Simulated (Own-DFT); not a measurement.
# Computed records: SiC (4H silicon carbide, strained, atoms displaced), GaP (zincblende, strained, atoms displaced), SiC (2H silicon carbide, atoms displaced)

A calculation, not a measurement: plane-wave PBE density functional theory by an unreviewed code, no spin, of a simulated periodic cell, stress positive in tension, free energy of the whole cell less one offset for each atom, forces on such cells passed a denser k mesh, this cell's mesh not checked; offsets are fitted by least squares, one for each functional and potential file, so energies compare only between cells with the same atoms and settings and are not formation energies; the far tail of each file's local potential was reset to the Coulomb form; each entry is a single point on an unrelaxed cell, so the pressure reflects the starting lattice, mostly measured values (interpolated for alloys), from which strain is counted, and rises with the displacements; printed positions are rounded, which can move forces by about a meV/angstrom; the program, named Own-DFT, is a retired in-house code; no spin-orbit coupling. Program: Own-DFT development build.

Settings shared by all entries: functional PBE; potential files PseudoDojo norm-conserving, scalar-relativistic, standard set; wave cutoff 42 hartree; occupations Fermi-Dirac; smearing width 0.1 eV; hardware one NVIDIA H100.

(1) SiC (4H silicon carbide, strained, atoms displaced)

```
SiC
1.0
      9.1432     0.0600    -0.0277
     -4.5196     8.0564     0.0849
     -0.0301     0.0894    10.0485
Si C Si C Si C Si C Si C Si C Si C Si C Si C Si C Si C Si C Si C Si C Si C Si C Si C Si C
2 2 2 2 2 2 2 2 2 2 2 2 2 2 2 2 2 2 2 2 2 2 2 2 2 2 2 2 2 2 2 2 2 2 2 2
Direct
  0.99733 0.99816 0.40451
  0.12220 0.23025 0.16155
  0.99707 0.00996 0.08851
  0.11362 0.22013 0.34274
  0.99971 0.33950 0.40678
  0.11493 0.55860 0.15101
  0.98944 0.32628 0.09807
  0.11338 0.56012 0.34274
  0.00110 0.67571 0.40635
  0.10105 0.88602 0.15187
  0.00236 0.67208 0.09115
  0.10689 0.89822 0.35100
  0.34021 0.00644 0.41202
  0.43685 0.21235 0.15761
  0.32972 0.99270 0.09012
  0.43911 0.22406 0.33928
  0.33511 0.35010 0.41198
  0.44269 0.54755 0.15706
  0.32967 0.33336 0.09967
  0.44162 0.55391 0.34776
  0.33325 0.66830 0.40543
  0.44585 0.88398 0.16527
  0.34126 0.67168 0.09315
  0.44986 0.88773 0.34665
  0.66826 0.99729 0.41426
  0.78853 0.21769 0.15282
  0.66129 0.99327 0.09127
  0.78788 0.23173 0.34478
  0.65709 0.32374 0.39817
  0.77486 0.54670 0.15826
  0.66343 0.33433 0.08843
  0.77764 0.54860 0.33580
  0.66635 0.66782 0.40907
  0.77619 0.88789 0.14778
  0.65966 0.66993 0.09170
  0.77078 0.89670 0.35083
  0.99513 0.99475 0.90636
  0.88298 0.77471 0.65926
  0.99287 0.00065 0.59849
  0.89233 0.77746 0.84644
  0.00729 0.66993 0.90168
  0.89322 0.44551 0.66306
  0.99699 0.66458 0.60051
  0.88796 0.44641 0.84178
  0.99858 0.33668 0.90213
  0.88297 0.11335 0.65663
  0.00323 0.33290 0.59731
  0.89495 0.11207 0.84740
  0.65601 0.00718 0.90078
  0.55933 0.77307 0.65511
  0.66388 0.99860 0.59529
  0.55064 0.77834 0.84159
  0.66418 0.65971 0.91008
  0.55609 0.44619 0.65570
  0.67397 0.66731 0.59647
  0.54983 0.44918 0.83572
  0.67255 0.33008 0.92016
  0.54776 0.10529 0.65867
  0.66147 0.33079 0.59804
  0.55541 0.11901 0.84173
  0.33626 0.00589 0.91373
  0.22064 0.78019 0.66670
  0.33990 0.99932 0.59936
  0.21283 0.77408 0.84710
  0.33168 0.66481 0.90446
  0.22932 0.44415 0.66320
  0.34156 0.67113 0.59154
  0.21845 0.43764 0.84100
  0.33414 0.33084 0.90563
  0.21050 0.10663 0.65780
  0.33857 0.33493 0.60092
  0.22977 0.10924 0.85016
```

```
k mesh                            : 4 x 4 x 3 centred on Gamma
free energy of cell above offsets : -6.594 eV
pressure                          : 5.85 GPa
stress xx                         : -9.78 GPa
stress yy                         : 0.38 GPa
stress zz                         : -8.15 GPa
stress yz                         : 2.88 GPa
stress xz                         : -0.43 GPa
stress xy                         : 1.75 GPa
wall time                         : 346.3 s
```

Force:
| element | x (eV/Å) | y (eV/Å) | z (eV/Å) |
| --- | --- | --- | --- |
| Si | -1.877 | 1.596 | 1.432 |
| Si | -2.559 | -1.641 | -0.761 |
| C | 1.155 | -0.912 | 1.422 |
| C | -0.7 | 1.13 | 1.54 |
| Si | 1.282 | -0.062 | 0.387 |
| Si | -0.386 | -0.375 | 0.897 |
| C | 3.758 | 3.183 | -2.175 |
| C | -0.132 | 0.391 | -0.007 |
| Si | 0.384 | -1.407 | 0.361 |
| Si | 0.515 | 1.054 | 0.838 |
| C | -0.397 | -1.298 | -0.054 |
| C | 2.634 | -1.577 | -1.68 |
| Si | -0.765 | -0.852 | -0.605 |
| Si | 0.279 | 0.516 | -0.888 |
| C | -0.103 | 0.403 | 2.694 |
| C | 0.207 | -0.3 | 1.395 |
| Si | 0.536 | -3.692 | 0.189 |
| Si | -0.457 | 1.412 | 0.329 |
| C | 1.722 | 0.137 | -1.867 |
| C | 0.533 | 1.809 | -0.854 |
| Si | -0.325 | -0.1 | 0.581 |
| Si | -0.328 | 0.612 | -1.774 |
| C | -0.689 | -1.44 | 0.093 |
| C | -1.155 | 0.712 | 0.64 |
| Si | -1.732 | 2.245 | -0.782 |
| Si | -3.934 | -1.538 | 1.775 |
| C | -0.558 | 1.397 | -0.153 |
| C | -1.253 | -2.302 | -0.531 |
| Si | 0.983 | 1.443 | 1.823 |
| Si | -0.324 | 1.639 | -1.947 |
| C | 0.461 | -1.086 | 4.021 |
| C | -0.898 | 1.075 | 2.562 |
| Si | 0.584 | -0.014 | -0.884 |
| Si | -0.293 | 0.315 | 1.623 |
| C | 1.86 | -1.337 | 1.026 |
| C | 3.224 | -2.319 | -2.093 |
| Si | 0.988 | 0.738 | -0.276 |
| Si | 1.425 | 1.019 | 0.37 |
| C | 0.423 | -0.606 | -0.922 |
| C | -1.259 | -0.238 | -0.013 |
| Si | -2.427 | -1.455 | 1.539 |
| Si | -1.127 | -0.782 | -2.311 |
| C | 0.385 | 0.694 | -0.996 |
| C | 0.003 | 0.18 | 1.981 |
| Si | 0.787 | -1.314 | 1.063 |
| Si | 0.714 | 0.015 | 0.698 |
| C | -0.094 | 0.649 | -0.394 |
| C | -2.431 | 0.376 | -0.948 |
| Si | 3.153 | -1.875 | 0.889 |
| Si | -0.993 | 0.866 | 0.458 |
| C | 0.001 | -0.066 | 0.836 |
| C | 0.712 | 0.404 | 0.256 |
| Si | -0.659 | 1.094 | -1.446 |
| Si | 0.914 | -0.396 | -0.086 |
| C | -1.207 | -0.807 | -1.023 |
| C | 1.463 | -0.54 | 2.857 |
| Si | -1.636 | 1.04 | -5.558 |
| Si | 1.323 | 2.064 | -0.233 |
| C | 1.009 | -0.141 | -1.283 |
| C | -0.672 | -0.032 | 1.018 |
| Si | 0.914 | -1.599 | -1.798 |
| Si | 0.829 | -0.643 | -2.348 |
| C | -2.845 | -0.63 | -0.639 |
| C | 2.893 | 1.927 | 0.15 |
| Si | 0.307 | -0.093 | 0.09 |
| Si | -1.123 | 0.576 | -2.21 |
| C | -1.062 | -0.921 | 0.972 |
| C | -0.165 | 1.184 | 2.2 |
| Si | -0.184 | 0.07 | 0.289 |
| Si | 1.956 | 0.717 | 0.502 |
| C | -0.957 | -0.74 | -1.27 |
| C | -2.614 | 0.451 | -0.987 |

(2) GaP (zincblende, strained, atoms displaced)

```
GaP
1.0
     10.8620     0.0000     0.0000
      0.0000    10.8620     0.0000
      0.0000     0.0000    10.9439
Ga P Ga P Ga P Ga P Ga P Ga P Ga P Ga P
4 4 4 4 4 4 4 4 4 4 4 4 4 4 4 4
Direct
  0.99412 0.99648 0.00345
  0.99657 0.24700 0.23617
  0.23804 0.01329 0.24311
  0.24800 0.25420 0.99560
  0.11953 0.11540 0.12126
  0.12545 0.37465 0.37720
  0.37434 0.11780 0.37529
  0.38413 0.37868 0.12432
  0.00786 0.99928 0.49438
  0.99173 0.24257 0.74049
  0.23935 0.00931 0.74909
  0.24712 0.24172 0.50832
  0.12539 0.12427 0.62544
  0.11062 0.38875 0.88131
  0.37207 0.12852 0.86270
  0.37389 0.38284 0.62627
  0.99553 0.50496 0.00482
  0.00192 0.75653 0.24648
  0.25342 0.49574 0.25287
  0.25586 0.74966 0.00719
  0.13208 0.61927 0.11916
  0.11931 0.86714 0.38125
  0.36918 0.62518 0.37019
  0.37725 0.86949 0.12980
  0.99794 0.50082 0.49472
  0.00260 0.76036 0.74933
  0.24222 0.49137 0.76191
  0.25893 0.74465 0.51427
  0.12119 0.62678 0.61545
  0.12443 0.87496 0.88238
  0.38049 0.62796 0.87741
  0.38325 0.87700 0.61982
  0.48507 0.01268 0.98775
  0.50229 0.25391 0.24715
  0.74444 0.99842 0.25162
  0.76420 0.25017 0.99714
  0.63096 0.13083 0.13683
  0.63460 0.37869 0.38670
  0.88307 0.12490 0.37383
  0.87651 0.37537 0.11874
  0.50071 0.97897 0.50155
  0.51011 0.24820 0.74636
  0.76785 0.97943 0.74504
  0.74925 0.24400 0.49021
  0.62180 0.12609 0.61286
  0.60687 0.37645 0.87504
  0.87243 0.11757 0.86745
  0.87401 0.37799 0.62201
  0.50145 0.48987 0.00117
  0.49890 0.75780 0.25039
  0.74486 0.49027 0.24844
  0.74478 0.75074 0.99327
  0.62115 0.62643 0.13023
  0.62391 0.88419 0.38302
  0.88246 0.62356 0.37562
  0.87464 0.86444 0.12487
  0.49652 0.49739 0.51376
  0.48910 0.75107 0.75141
  0.74493 0.50050 0.74187
  0.75330 0.74951 0.49445
  0.61864 0.60578 0.62052
  0.61042 0.87172 0.86466
  0.87630 0.62941 0.87177
  0.87109 0.86189 0.62328
```

```
k mesh                            : 3 x 3 x 3 centred on Gamma
free energy of cell above offsets : -29.772 eV
pressure                          : 4.3 GPa
stress xx                         : -4.53 GPa
stress yy                         : -4.25 GPa
stress zz                         : -4.13 GPa
stress yz                         : 0.09 GPa
stress xz                         : 0.13 GPa
stress xy                         : 0.1 GPa
wall time                         : 570.9 s
```

Force:
| element | x (eV/Å) | y (eV/Å) | z (eV/Å) |
| --- | --- | --- | --- |
| Ga | -0.337 | -0.289 | -0.513 |
| Ga | 0.636 | 0.328 | 1.174 |
| Ga | 1.475 | -2.224 | 1.8 |
| Ga | -0.153 | 0.149 | 0.168 |
| P | -0.238 | 1.974 | -1.301 |
| P | -0.136 | -0.895 | -0.522 |
| P | 0.062 | 0.453 | 0 |
| P | -1.663 | -1.001 | 0.439 |
| Ga | -0.907 | -0.207 | 0.568 |
| Ga | 0.268 | 1.061 | 0.691 |
| Ga | 0.88 | -1.636 | 0.48 |
| Ga | 1.11 | 1.133 | -1.131 |
| P | -1.096 | -0.088 | -0.229 |
| P | 0.329 | -2.589 | -0.589 |
| P | -0.623 | 1.015 | 0.065 |
| P | -1.115 | -1.921 | 0.999 |
| Ga | -0.398 | 1.017 | -0.094 |
| Ga | 0.536 | -1.513 | 0.303 |
| Ga | -0.379 | -0.089 | -0.337 |
| Ga | -0.016 | -0.258 | -0.716 |
| P | -0.544 | 0.498 | 1.1 |
| P | 1.646 | 0.462 | -0.571 |
| P | 1.19 | 0.239 | 0.945 |
| P | -0.786 | 2.229 | -0.727 |
| Ga | 0.402 | -0.351 | 0.408 |
| Ga | 0.477 | -1.28 | 0.078 |
| Ga | 0.691 | 1.656 | -1.079 |
| Ga | -0.4 | 0.152 | -1.449 |
| P | 0.168 | -0.458 | 1.902 |
| P | 0.486 | 0.237 | -0.439 |
| P | -1.132 | -0.973 | 0.311 |
| P | -2.346 | -0.604 | 2.062 |
| Ga | 1.393 | -1.246 | 1.571 |
| Ga | 0.111 | 0.015 | 1.508 |
| Ga | 1.17 | -0.098 | 0.114 |
| Ga | -1.895 | -0.257 | -0.455 |
| P | -0.319 | -0.301 | -2.158 |
| P | -1.833 | -0.123 | -1.034 |
| P | -0.52 | -0.292 | -0.465 |
| P | -0.197 | 0.321 | 0.579 |
| Ga | -0.2 | 3.451 | -0.234 |
| Ga | -0.971 | 0.005 | -0.88 |
| Ga | -2.78 | 1.489 | 0.642 |
| Ga | 0.8 | -0.013 | 0.847 |
| P | 0.695 | -1.125 | 0.789 |
| P | 3.236 | -0.794 | -0.4 |
| P | 0.336 | 0.003 | 0.493 |
| P | -0.196 | -0.734 | -0.227 |
| Ga | -0.191 | 2.413 | 0.343 |
| Ga | 0.53 | -0.881 | 1.006 |
| Ga | 0.537 | 1.155 | 0.19 |
| Ga | -0.472 | -0.277 | 0.104 |
| P | 0.426 | -0.36 | -0.581 |
| P | 1.336 | -2.163 | -1.68 |
| P | -1.076 | 0.266 | -1.387 |
| P | -1.132 | 1.18 | -0.261 |
| Ga | -0.845 | -0.279 | -2.962 |
| Ga | 0.747 | -1.095 | -1.073 |
| Ga | 0.516 | -0.519 | 1.427 |
| Ga | -0.98 | -1.252 | -0.09 |
| P | 1.039 | 3.809 | 0.861 |
| P | 1.524 | 1.171 | 1.061 |
| P | -0.477 | -0.326 | -0.218 |
| P | 1.601 | 0.634 | -1.221 |

(3) SiC (2H silicon carbide, atoms displaced)

```
SiC
1.0
      9.2481     0.0000     0.0000
     -4.6241     8.0091     0.0000
      0.0000     0.0000    10.0681
Si C Si C Si C Si C Si C Si C Si C Si C Si C Si C Si C Si C Si C Si C Si C Si C Si C Si C
2 2 2 2 2 2 2 2 2 2 2 2 2 2 2 2 2 2 2 2 2 2 2 2 2 2 2 2 2 2 2 2 2 2 2 2
Direct
  0.99741 0.99076 0.00074
  0.10875 0.21587 0.23909
  0.00763 0.00804 0.18836
  0.11678 0.23184 0.43552
  0.99999 0.00177 0.50293
  0.11486 0.21481 0.75223
  0.00761 0.00296 0.70598
  0.10786 0.22410 0.94238
  0.01092 0.35170 0.00120
  0.10523 0.54804 0.25743
  0.00832 0.33428 0.18453
  0.11411 0.55398 0.42661
  0.99231 0.33880 0.50969
  0.10440 0.54021 0.74149
  0.99964 0.33132 0.68921
  0.10318 0.55613 0.93283
  0.00345 0.67174 0.99370
  0.11257 0.88918 0.25109
  0.98087 0.65977 0.18866
  0.11174 0.86929 0.43396
  0.00159 0.66732 0.49780
  0.10403 0.89050 0.74588
  0.00010 0.66618 0.68279
  0.11023 0.88705 0.93008
  0.33620 0.99923 0.99135
  0.45086 0.22452 0.23953
  0.32295 0.00549 0.17995
  0.45387 0.23639 0.43787
  0.34754 0.00613 0.49218
  0.43961 0.22669 0.74960
  0.32972 0.99215 0.69329
  0.44887 0.22412 0.94081
  0.34229 0.33639 0.99985
  0.43084 0.53073 0.25927
  0.33075 0.32334 0.19655
  0.43585 0.54354 0.42657
  0.33500 0.33829 0.49929
  0.44338 0.55879 0.74130
  0.33911 0.33172 0.69977
  0.45141 0.55157 0.92845
  0.33496 0.67342 0.00499
  0.45019 0.89360 0.24364
  0.35301 0.66759 0.18864
  0.44800 0.88181 0.43644
  0.34064 0.66568 0.50192
  0.43884 0.88635 0.75504
  0.32470 0.66915 0.68757
  0.45140 0.88704 0.93603
  0.65911 0.98870 0.00326
  0.77771 0.21969 0.24906
  0.67325 0.00136 0.18910
  0.79051 0.23122 0.43213
  0.66457 0.98630 0.49635
  0.77526 0.21737 0.74980
  0.66595 0.99670 0.67968
  0.77563 0.22151 0.94376
  0.65226 0.32588 0.99937
  0.77487 0.55983 0.25298
  0.66295 0.33362 0.18584
  0.77714 0.56077 0.42955
  0.67640 0.34065 0.50271
  0.77898 0.56335 0.75212
  0.64803 0.32384 0.69236
  0.79375 0.58064 0.94070
  0.67189 0.67320 0.00543
  0.77747 0.88768 0.24899
  0.65820 0.66302 0.18242
  0.78616 0.89799 0.43392
  0.66257 0.67231 0.49867
  0.77414 0.88228 0.74200
  0.66935 0.66531 0.69078
  0.79321 0.90376 0.93552
```

```
k mesh                            : 4 x 4 x 3 centred on Gamma
free energy of cell above offsets : -2.925 eV
pressure                          : 6.15 GPa
stress xx                         : -5.28 GPa
stress yy                         : -5.19 GPa
stress zz                         : -7.96 GPa
stress yz                         : -0.2 GPa
stress xz                         : -0.75 GPa
stress xy                         : -0.52 GPa
wall time                         : 358 s
```

Force:
| element | x (eV/Å) | y (eV/Å) | z (eV/Å) |
| --- | --- | --- | --- |
| Si | 0.865 | 2.691 | 0.094 |
| Si | -0.177 | 2.067 | 2.445 |
| C | -0.686 | -3.616 | -0.394 |
| C | -0.691 | -1.503 | 0.828 |
| Si | 2.007 | 0.878 | -0.347 |
| Si | -1.071 | 2.53 | 1.697 |
| C | -2.919 | -0.916 | -4.425 |
| C | 1.429 | 0.156 | -0.357 |
| Si | -0.652 | -3.515 | -0.12 |
| Si | 0.166 | 1.211 | -4.331 |
| C | -1.374 | 0.171 | 0.477 |
| C | -0.207 | 0.311 | 5.614 |
| Si | 2.941 | -0.244 | -2.989 |
| Si | -1.207 | 3.326 | 1.952 |
| C | 0.091 | -1.976 | 0.092 |
| C | 1.879 | 1.57 | -0.294 |
| Si | 0.143 | -0.128 | 1.867 |
| Si | -0.974 | -1.212 | -0.592 |
| C | 3.764 | 1.621 | -1.025 |
| C | -0.602 | 4.927 | 0.456 |
| Si | 0.106 | -2.029 | -0.248 |
| Si | 3.614 | -1.988 | 0.579 |
| C | -0.399 | -0.706 | 0.277 |
| C | 0.896 | 0.805 | 1.061 |
| Si | -0.982 | -0.011 | 0.517 |
| Si | -0.884 | -0.784 | 2.495 |
| C | 2.933 | -1.166 | 0.315 |
| C | 0.581 | -1.876 | -0.663 |
| Si | -1.275 | -0.601 | 1.411 |
| Si | 1.884 | -3.032 | 1.332 |
| C | -0.765 | 1.665 | -1.161 |
| C | -1.986 | -1.373 | -1.512 |
| Si | -1.906 | -0.296 | 0.248 |
| Si | 0.547 | 3.271 | -5.029 |
| C | -0.143 | 0.305 | -2.629 |
| C | 0.608 | 2.839 | 5.786 |
| Si | 0.327 | -2.233 | 0.867 |
| Si | 0.157 | -0.373 | 2.074 |
| C | -3.206 | 1.494 | -3.322 |
| C | -1.076 | 1.541 | 1.376 |
| Si | 0.992 | -2.472 | -1.099 |
| Si | -0.539 | -1.014 | 0.735 |
| C | -3.005 | -0.271 | 0.178 |
| C | -0.257 | 0.948 | -0.835 |
| Si | -2.032 | -0.596 | -1.472 |
| Si | 0.849 | 0.429 | -1.65 |
| C | 1.898 | -1.025 | -0.51 |
| C | -1.599 | -0.155 | 0.653 |
| Si | 2.402 | 2.911 | -0.627 |
| Si | 0.417 | 1.59 | -0.977 |
| C | -0.976 | -0.149 | -0.101 |
| C | -2.074 | -1.757 | 1.355 |
| Si | -0.905 | 3.096 | -0.153 |
| Si | -1.012 | 0.118 | 1.132 |
| C | -0.134 | -0.493 | 1.263 |
| C | -0.117 | -0.055 | -0.791 |
| Si | 3.97 | 2.828 | 0.283 |
| Si | -1.017 | -1.191 | -2.076 |
| C | 1.424 | 0.277 | -0.001 |
| C | 0.022 | 0.103 | 3.093 |
| Si | -1.079 | -0.536 | -0.605 |
| Si | 1.329 | -1.847 | 0.554 |
| C | 3.611 | 2.329 | -0.911 |
| C | -1.707 | -3.373 | -1.287 |
| Si | -0.487 | 0.143 | -2.45 |
| Si | 0.735 | -0.29 | -0.757 |
| C | 0.289 | 0.016 | 2.901 |
| C | 0.042 | -1.829 | 0.646 |
| Si | 1.564 | -1.048 | -0.73 |
| Si | 0.04 | 1.922 | 2.319 |
| C | -1.619 | 0.299 | -2.306 |
| C | -2.783 | -2.715 | -0.197 |
